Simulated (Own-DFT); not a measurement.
Si7Ge (diamond lattice with Si and Ge gathered in clusters, atoms displaced), SiGe (diamond lattice with Si and Ge gathered in clusters, atoms displaced) (calculated)

All values are calculated (Own-DFT development build). A calculation, not a measurement: plane-wave density functional theory by an unreviewed code, no spin, of a simulated periodic cell, stress positive in tension, run twice, with PBE and with PBEsol, both on files made for PBE, so the change isn't that of files made for PBEsol; forces on such cells passed a denser k mesh, this cell's mesh not checked; the far tail of each file's local potential was reset to the Coulomb form; each entry is a single point on an unrelaxed cell, so the pressure reflects the starting lattice, mostly measured values (interpolated for alloys), from which strain is counted, and rises with the displacements; printed positions are rounded, which can move forces by about a meV/angstrom; the program, named Own-DFT, is a retired in-house code; no spin-orbit coupling; stress was not checked against mesh or cutoff.

Common to all runs: functional PBE, then PBEsol; potential files PseudoDojo norm-conserving, scalar-relativistic, standard set; wave cutoff 42 hartree; occupations Fermi-Dirac; smearing width 0.1 eV; k mesh 3 x 3 x 3 centred on Gamma.

(1) Si7Ge (diamond lattice with Si and Ge gathered in clusters, atoms displaced)

```cif
# cell vector a (Å): 10.9187 0.0000 0.0000
# cell vector b (Å): 0.0000 10.9187 0.0000
# cell vector c (Å): 0.0000 0.0000 10.9187
data_Si7Ge
_symmetry_space_group_name_H-M 'P 1'
_symmetry_Int_Tables_number 1
_cell_length_a 10.9187
_cell_length_b 10.9187
_cell_length_c 10.9187
_cell_angle_alpha 90.000
_cell_angle_beta 90.000
_cell_angle_gamma 90.000
_cell_volume 1301.71
loop_
_atom_site_label
_atom_site_type_symbol
_atom_site_fract_x
_atom_site_fract_y
_atom_site_fract_z
_atom_site_occupancy
Si1 Si 0.99600 0.01266 0.00424 1
Si2 Si 0.99932 0.24888 0.24568 1
Si3 Si 0.24830 0.99800 0.23985 1
Si4 Si 0.24412 0.25141 0.00659 1
Si5 Si 0.12457 0.12570 0.13026 1
Si6 Si 0.12227 0.37403 0.37498 1
Ge1 Ge 0.38009 0.12775 0.38657 1
Ge2 Ge 0.36707 0.36886 0.13333 1
Si7 Si 0.01215 0.99988 0.49825 1
Si8 Si 0.99959 0.24989 0.74704 1
Si9 Si 0.25823 0.00895 0.74807 1
Si10 Si 0.24410 0.25018 0.51382 1
Si11 Si 0.12094 0.12300 0.62808 1
Si12 Si 0.12328 0.37981 0.87296 1
Ge3 Ge 0.38353 0.12153 0.86939 1
Si13 Si 0.38352 0.37569 0.62268 1
Si14 Si 0.99683 0.51059 0.00588 1
Si15 Si 0.00309 0.75566 0.24510 1
Si16 Si 0.24759 0.50662 0.25495 1
Si17 Si 0.25308 0.74714 0.00751 1
Si18 Si 0.12932 0.62148 0.12541 1
Si19 Si 0.12024 0.87520 0.37195 1
Si20 Si 0.38226 0.62311 0.37354 1
Si21 Si 0.38286 0.87533 0.12727 1
Si22 Si 0.99318 0.49334 0.49611 1
Si23 Si 0.99853 0.74930 0.74919 1
Si24 Si 0.24864 0.49844 0.75859 1
Si25 Si 0.24576 0.74337 0.50124 1
Si26 Si 0.13514 0.62591 0.61963 1
Si27 Si 0.12882 0.86301 0.87424 1
Si28 Si 0.37402 0.62368 0.86717 1
Si29 Si 0.37074 0.88568 0.62566 1
Ge4 Ge 0.49890 0.99984 0.99093 1
Ge5 Ge 0.50916 0.24584 0.25736 1
Ge6 Ge 0.74370 0.00993 0.24604 1
Ge7 Ge 0.74970 0.25352 0.00713 1
Ge8 Ge 0.62467 0.12521 0.12383 1
Si30 Si 0.62695 0.37263 0.37223 1
Si31 Si 0.88345 0.12040 0.38000 1
Si32 Si 0.88699 0.37105 0.12082 1
Si33 Si 0.49602 0.00371 0.49967 1
Si34 Si 0.51974 0.25730 0.76132 1
Si35 Si 0.74760 0.99650 0.75133 1
Si36 Si 0.75933 0.24397 0.49336 1
Si37 Si 0.62169 0.11640 0.61996 1
Si38 Si 0.62293 0.37050 0.87236 1
Si39 Si 0.87314 0.12967 0.87640 1
Si40 Si 0.86839 0.36993 0.62702 1
Si41 Si 0.50303 0.50329 0.00778 1
Si42 Si 0.48375 0.74895 0.25049 1
Si43 Si 0.75461 0.51297 0.25484 1
Si44 Si 0.76005 0.74469 0.00485 1
Si45 Si 0.62216 0.63173 0.12661 1
Si46 Si 0.63117 0.87152 0.38113 1
Si47 Si 0.88185 0.62509 0.37534 1
Si48 Si 0.87510 0.87890 0.12643 1
Si49 Si 0.49863 0.49315 0.51280 1
Si50 Si 0.49387 0.74737 0.74687 1
Si51 Si 0.75273 0.49706 0.74864 1
Si52 Si 0.75027 0.74802 0.50283 1
Si53 Si 0.62426 0.63729 0.63160 1
Si54 Si 0.62089 0.86730 0.87472 1
Si55 Si 0.86731 0.63258 0.87853 1
Si56 Si 0.87892 0.87390 0.62660 1
```

| Item | Value |
| --- | --- |
| PBE pressure | 3 GPa |
| PBE stress xx | -2.89 GPa |
| PBE stress yy | -3.06 GPa |
| PBE stress zz | -3.05 GPa |
| PBE stress yz | 0.26 GPa |
| PBE stress xz | -0.63 GPa |
| PBE stress xy | -0.51 GPa |
| PBEsol pressure | 1.49 GPa |
| PBEsol stress xx | -1.38 GPa |
| PBEsol stress yy | -1.56 GPa |
| PBEsol stress zz | -1.54 GPa |
| PBEsol stress yz | 0.26 GPa |
| PBEsol stress xz | -0.62 GPa |
| PBEsol stress xy | -0.53 GPa |
| rms change of force components from PBE to PBEsol | 0.038 eV/Å |

Force:
```csv
force element,PBE force x (eV/Å),PBE force y (eV/Å),PBE force z (eV/Å),PBEsol force x (eV/Å),PBEsol force y (eV/Å),PBEsol force z (eV/Å)
Si,0.655,-1.585,-0.712,0.646,-1.559,-0.701
Si,0.437,-0.236,1.253,0.416,-0.236,1.245
Si,0.619,-0.07,1.546,0.648,-0.043,1.561
Si,0.03,-0.49,-1.377,0.113,-0.466,-1.346
Si,-0.107,0.122,-0.67,-0.101,0.121,-0.653
Si,0.292,-0.157,0.079,0.302,-0.168,0.068
Ge,-2.102,0.141,-1.219,-2.004,0.181,-1.239
Ge,0.912,0.98,-0.082,0.931,0.921,-0.047
Si,-1.222,-0.501,0.52,-1.201,-0.501,0.522
Si,-0.271,0.275,0.633,-0.263,0.281,0.627
Si,-1.917,-1.302,0.265,-1.844,-1.219,0.338
Si,0.469,0.574,-0.983,0.5,0.536,-1.004
Si,0.54,0.113,0.407,0.523,0.098,0.41
Si,-0.687,-0.521,1.027,-0.692,-0.524,1.026
Ge,-1.064,2.571,0.265,-0.973,2.454,0.314
Si,-1.666,-1.249,2.502,-1.657,-1.264,2.488
Si,0.264,-0.705,-1.259,0.249,-0.678,-1.251
Si,-0.351,-0.709,0.168,-0.35,-0.708,0.152
Si,0.067,-0.791,0.522,0.109,-0.823,0.486
Si,0.5,0.066,-0.857,0.507,0.07,-0.83
Si,-0.352,0.806,0.367,-0.345,0.786,0.361
Si,1.482,-0.37,-0.147,1.478,-0.369,-0.146
Si,-1.133,-0.811,1.539,-1.102,-0.822,1.538
Si,-1.448,0.487,-0.871,-1.371,0.549,-0.928
Si,0.834,0.3,0.984,0.817,0.289,0.99
Si,0.56,-0.585,-0.178,0.55,-0.595,-0.18
Si,0.59,-0.035,-1.83,0.576,-0.041,-1.815
Si,1.511,1.867,-1.306,1.508,1.861,-1.308
Si,-2.182,-1.655,1.401,-2.162,-1.656,1.393
Si,-0.083,1.877,0.479,-0.074,1.85,0.467
Si,0.269,-0.014,1.847,0.27,-0.014,1.825
Si,0.279,-1.481,-0.695,0.274,-1.472,-0.695
Ge,0.91,-1.187,1.347,0.875,-1.06,1.301
Ge,-1.243,0.487,-0.439,-1.254,0.418,-0.47
Ge,1.536,-1.998,1.793,1.441,-1.89,1.695
Ge,0.4,0.385,-1.156,0.338,0.323,-1.082
Ge,-1.033,0.226,-1.024,-0.989,0.227,-0.979
Si,1.232,1.317,1.207,1.162,1.246,1.135
Si,0.064,0.285,-0.987,0.03,0.228,-1.029
Si,-1.183,1.527,0.874,-1.228,1.454,0.812
Si,1.028,-1.998,0.425,0.956,-1.917,0.34
Si,-2.804,-2.639,-3.636,-2.834,-2.688,-3.584
Si,0.152,0.023,-0.043,0.144,0.026,-0.03
Si,-1.411,0.166,0.678,-1.406,0.163,0.664
Si,1.162,1.305,0.794,1.139,1.295,0.78
Si,2.168,3.296,2.755,2.212,3.25,2.812
Si,-0.173,-0.338,-0.493,-0.229,-0.283,-0.448
Si,0.702,0.176,-0.596,0.686,0.166,-0.587
Si,-0.667,-0.628,-1.129,-0.7,-0.663,-1.072
Si,2.845,0.465,0.452,2.813,0.466,0.449
Si,-0.525,-1.543,-0.872,-0.521,-1.527,-0.874
Si,-2.046,1.695,0.507,-2.025,1.686,0.526
Si,0.421,-0.098,0.486,0.412,-0.08,0.489
Si,-1.443,0.462,-0.781,-1.391,0.5,-0.824
Si,-0.176,0.98,0.137,-0.15,0.988,0.137
Si,0.127,0.273,-0.322,0.076,0.325,-0.276
Si,1.861,1.79,-2.103,1.861,1.788,-2.082
Si,-0.381,1.322,0.261,-0.399,1.324,0.253
Si,-0.838,0.741,0.586,-0.829,0.735,0.579
Si,0.938,0.046,-0.106,0.941,0.035,-0.103
Si,0.333,-1.959,-0.585,0.339,-1.935,-0.575
Si,1.126,-0.436,-0.085,1.067,-0.393,-0.033
Si,1.412,-1.602,-1.219,1.396,-1.59,-1.232
Si,-0.216,0.544,-0.347,-0.212,0.547,-0.356
```

(2) SiGe (diamond lattice with Si and Ge gathered in clusters, atoms displaced)

```cif
# cell vector a (Å): 11.0890 0.0000 0.0000
# cell vector b (Å): 0.0000 11.0890 0.0000
# cell vector c (Å): 0.0000 0.0000 11.0890
data_SiGe
_symmetry_space_group_name_H-M 'P 1'
_symmetry_Int_Tables_number 1
_cell_length_a 11.0890
_cell_length_b 11.0890
_cell_length_c 11.0890
_cell_angle_alpha 90.000
_cell_angle_beta 90.000
_cell_angle_gamma 90.000
_cell_volume 1363.57
loop_
_atom_site_label
_atom_site_type_symbol
_atom_site_fract_x
_atom_site_fract_y
_atom_site_fract_z
_atom_site_occupancy
Si1 Si 0.99999 0.00273 0.99513 1
Ge1 Ge 0.99784 0.25108 0.25193 1
Ge2 Ge 0.24705 0.00026 0.24662 1
Ge3 Ge 0.24899 0.25260 0.99790 1
Ge4 Ge 0.12751 0.12214 0.12644 1
Ge5 Ge 0.12500 0.36908 0.37305 1
Ge6 Ge 0.38001 0.12715 0.37739 1
Ge7 Ge 0.37784 0.37560 0.12726 1
Ge8 Ge 0.00096 0.99975 0.49787 1
Si2 Si 0.99820 0.25204 0.75120 1
Ge9 Ge 0.25186 0.99867 0.75518 1
Ge10 Ge 0.25066 0.25059 0.49506 1
Ge11 Ge 0.12442 0.12632 0.62607 1
Si3 Si 0.12376 0.37239 0.87782 1
Ge12 Ge 0.37526 0.12198 0.87479 1
Ge13 Ge 0.36633 0.37616 0.62550 1
Si4 Si 0.00308 0.50151 0.00107 1
Si5 Si 0.99903 0.75165 0.24889 1
Ge14 Ge 0.25010 0.49789 0.24853 1
Si6 Si 0.24734 0.74885 0.99886 1
Si7 Si 0.12484 0.62067 0.12750 1
Ge15 Ge 0.12454 0.88261 0.37963 1
Ge16 Ge 0.37723 0.62672 0.37560 1
Ge17 Ge 0.37879 0.87776 0.12347 1
Si8 Si 0.00385 0.49656 0.50081 1
Si9 Si 0.00187 0.74826 0.75460 1
Si10 Si 0.25296 0.50055 0.75005 1
Ge18 Ge 0.25091 0.74302 0.50060 1
Si11 Si 0.12257 0.62455 0.62655 1
Si12 Si 0.12895 0.87553 0.87845 1
Si13 Si 0.37758 0.62226 0.87893 1
Ge19 Ge 0.37314 0.87476 0.62735 1
Ge20 Ge 0.49738 0.99654 0.00224 1
Ge21 Ge 0.49946 0.25290 0.25505 1
Ge22 Ge 0.75211 0.99987 0.25515 1
Si14 Si 0.75362 0.24689 0.00264 1
Ge23 Ge 0.62598 0.12664 0.12064 1
Ge24 Ge 0.62479 0.37746 0.38097 1
Ge25 Ge 0.87472 0.12304 0.37647 1
Si15 Si 0.87306 0.37753 0.12509 1
Ge26 Ge 0.50091 0.99974 0.49913 1
Ge27 Ge 0.49526 0.25146 0.75589 1
Si16 Si 0.75163 0.00254 0.75361 1
Ge28 Ge 0.75127 0.24606 0.50041 1
Ge29 Ge 0.62655 0.12670 0.62675 1
Si17 Si 0.62365 0.37708 0.87308 1
Si18 Si 0.87462 0.12505 0.87307 1
Si19 Si 0.87628 0.37127 0.62296 1
Si20 Si 0.50433 0.49981 0.99954 1
Ge30 Ge 0.50455 0.74634 0.25190 1
Si21 Si 0.74778 0.49862 0.24641 1
Si22 Si 0.74691 0.74853 0.00116 1
Si23 Si 0.62521 0.62485 0.12841 1
Ge31 Ge 0.62638 0.87461 0.37228 1
Si24 Si 0.87424 0.62388 0.37582 1
Si25 Si 0.87306 0.87542 0.12280 1
Ge32 Ge 0.49408 0.49892 0.49944 1
Si26 Si 0.49646 0.75438 0.75293 1
Si27 Si 0.74881 0.49875 0.75145 1
Si28 Si 0.75331 0.74991 0.50089 1
Si29 Si 0.62576 0.62467 0.63060 1
Si30 Si 0.62598 0.87352 0.87422 1
Si31 Si 0.87507 0.62404 0.87329 1
Si32 Si 0.87177 0.87394 0.62715 1
```

| Property | Result |
| --- | --- |
| PBE pressure | 2.96 GPa |
| PBE stress xx | -2.98 GPa |
| PBE stress yy | -2.96 GPa |
| PBE stress zz | -2.95 GPa |
| PBE stress yz | 0.09 GPa |
| PBE stress xz | 0.16 GPa |
| PBE stress xy | 0.09 GPa |
| PBEsol pressure | 0.68 GPa |
| PBEsol stress xx | -0.7 GPa |
| PBEsol stress yy | -0.68 GPa |
| PBEsol stress zz | -0.66 GPa |
| PBEsol stress yz | 0.08 GPa |
| PBEsol stress xz | 0.14 GPa |
| PBEsol stress xy | 0.09 GPa |
| rms change of force components from PBE to PBEsol | 0.046 eV/Å |

Force:
```csv
force element,PBE force x (eV/Å),PBE force y (eV/Å),PBE force z (eV/Å),PBEsol force x (eV/Å),PBEsol force y (eV/Å),PBEsol force z (eV/Å)
Si,-0.201,-0.563,0.35,-0.155,-0.509,0.389
Ge,-0.443,-0.227,-0.9,-0.381,-0.257,-0.825
Ge,1.097,-0.131,0.879,1.06,-0.117,0.854
Ge,0.191,-0.281,0.299,0.229,-0.321,0.336
Ge,-1.059,0.675,-0.887,-0.982,0.682,-0.817
Ge,-0.192,1.115,0.275,-0.143,1.034,0.236
Ge,-0.739,-0.61,-0.532,-0.715,-0.579,-0.513
Ge,0.155,0.184,-0.814,0.114,0.141,-0.741
Ge,-0.905,0.078,1.501,-0.833,0.112,1.411
Si,-0.05,0.013,0.135,-0.004,-0.034,0.09
Ge,-0.759,-0.089,-0.532,-0.686,-0.046,-0.557
Ge,-0.142,-0.484,0.736,-0.133,-0.467,0.711
Ge,-0.036,0.127,0.306,0.002,0.091,0.251
Si,-0.212,0.881,-0.743,-0.154,0.819,-0.691
Ge,-0.076,0.293,0.691,-0.077,0.284,0.666
Ge,0.556,-0.167,0.171,0.576,-0.206,0.11
Si,-0.519,-0.221,-0.154,-0.51,-0.219,-0.152
Si,-0.059,-0.22,0.058,-0.019,-0.173,0.101
Ge,-0.118,0.434,0.223,-0.07,0.369,0.25
Si,0.313,-0.468,0.398,0.353,-0.427,0.433
Si,-0.254,0.995,-0.322,-0.197,0.938,-0.26
Ge,0.356,-1.777,-0.983,0.37,-1.677,-0.929
Ge,-0.393,-0.442,-0.52,-0.379,-0.434,-0.495
Ge,-1.063,-1.486,0.516,-0.999,-1.392,0.525
Si,-0.594,0.345,0.057,-0.539,0.293,0.003
Si,-0.17,0.487,-0.383,-0.161,0.492,-0.378
Si,-1.04,0.444,0.781,-0.976,0.39,0.722
Ge,-0.698,0.773,0.382,-0.63,0.794,0.334
Si,0.012,-0.459,0.385,0.059,-0.411,0.333
Si,-0.824,-0.371,-0.01,-0.762,-0.309,-0.054
Si,-0.228,0.391,-0.292,-0.223,0.384,-0.285
Ge,0.236,-0.265,-0.256,0.195,-0.215,-0.284
Ge,1.24,0.415,-1.001,1.16,0.437,-0.927
Ge,0.759,-0.178,-0.587,0.724,-0.173,-0.561
Ge,-0.05,-0.094,-1.408,-0.087,-0.059,-1.322
Si,-0.028,0.886,-0.874,-0.078,0.823,-0.817
Ge,-0.042,-0.07,0.777,-0.087,-0.107,0.8
Ge,0.524,0.077,-0.668,0.457,0.031,-0.621
Ge,0.288,0.289,-0.078,0.276,0.278,-0.073
Si,0.207,-0.009,-0.363,0.25,-0.052,-0.316
Ge,0.186,-0.283,0.481,0.174,-0.263,0.458
Ge,0.527,0.343,-0.731,0.468,0.287,-0.747
Si,-0.127,-0.629,-0.161,-0.173,-0.573,-0.204
Ge,0.159,0.672,0.247,0.111,0.609,0.205
Ge,-0.283,-0.347,0.611,-0.308,-0.304,0.544
Si,0.7,-0.266,0.755,0.644,-0.322,0.706
Si,0.251,0.279,0.211,0.248,0.281,0.206
Si,0.04,0.717,0.465,-0.01,0.661,0.406
Si,0.033,0.244,0.224,-0.01,0.197,0.271
Ge,-0.338,0.385,-0.595,-0.365,0.422,-0.528
Si,0.353,0.349,0.571,0.304,0.3,0.617
Si,0.338,-0.004,-0.155,0.328,-0.007,-0.15
Si,0.311,-0.444,-0.847,0.25,-0.388,-0.781
Ge,0.318,-0.445,0.953,0.273,-0.39,0.889
Si,0.298,-0.14,-0.227,0.295,-0.145,-0.227
Si,0.428,-0.128,-0.244,0.383,-0.075,-0.197
Ge,0.828,0.49,1.145,0.769,0.438,1.071
Si,0.678,-0.88,0.175,0.609,-0.82,0.123
Si,0.402,-0.117,-0.372,0.402,-0.124,-0.373
Si,-0.387,-0.44,0.342,-0.429,-0.394,0.287
Si,-0.234,0.45,-0.34,-0.276,0.415,-0.376
Si,0.07,0.033,0.052,0.027,0.079,0.089
Si,-0.069,-0.074,0.525,-0.072,-0.075,0.519
Si,0.478,-0.06,0.299,0.51,-0.015,0.257
```
